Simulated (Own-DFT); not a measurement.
# What random displacements cost in 6H (3C twinned every three layers) SiC, 48 atoms (C24Si24)

All numbers below are calculated, not measured. The program, named Own-DFT, is a retired in-house plane-wave density functional code that no person has reviewed. Each row is one single-point run on a periodic cell that was not relaxed, without spin or spin-orbit coupling.

Settings of every run: PBE; PseudoDojo norm-conserving scalar-relativistic files; cutoff 42 hartree; 5 x 5 x 2 k mesh centred on Gamma; Fermi-Dirac smearing of 0.1 eV.

Known limits, some of them of some rows only: some atoms lie very close together; forces on such cells passed a denser k mesh, each cell not checked; stress not checked against mesh or cutoff.

Cell vectors in Å: (4.360, -4.360, 0.000); (0.000, 4.360, -4.360); (8.719, 8.719, 8.719). In each run every atom was moved at random and independently from its ideal site; u is the rms move along one axis. E is the free energy for each atom above the fitted value at u = 0, and F the rms of the force components.

```
run,u (Å),E (meV/atom),F (eV/Å),largest force (eV/Å),P (GPa)
1,0.0276,28.6,0.735,2.43,3.59
2,0.0309,32.9,0.822,2.97,3.63
3,0.0313,42.9,0.978,3.07,3.95
4,0.0601,135.1,1.689,6.14,6.34
5,0.0622,?,?,?,?
6,0.0632,144.5,1.792,5.76,5.77
7,0.0919,335.8,3.154,12.80,10.71
8,0.1051,429.3,3.562,15.60,14.12
```

## Worked fit

For small independent moves the energy grows as E = (3/2) K u², with K the mean stiffness felt by one atom. The runs with u up to 0.11 Å give K = 25.5 ± 1.0 eV/Å², with residuals divided by u² + 0.0006 Å², since the noise grows with the moves. The scatter is 6.8 meV/atom at u = 0.05 Å. The forces follow F = G u with G = 30.0 eV/Å²; no force at u = 0 is resolved. G exceeds K because the moves of its neighbours add to the force on an atom, and stiffness differs between atoms. The pressure follows P = 2.63 + 997 u² GPa: at fixed volume, shortened bonds push harder than stretched ones pull.

## Withheld run

Question: what energy and rms force should run 5 give?

The fit gives 148 ± 11 meV/atom and about 1.87 eV/Å. The calculation gave 148.9 meV/atom and 2.026 eV/Å.
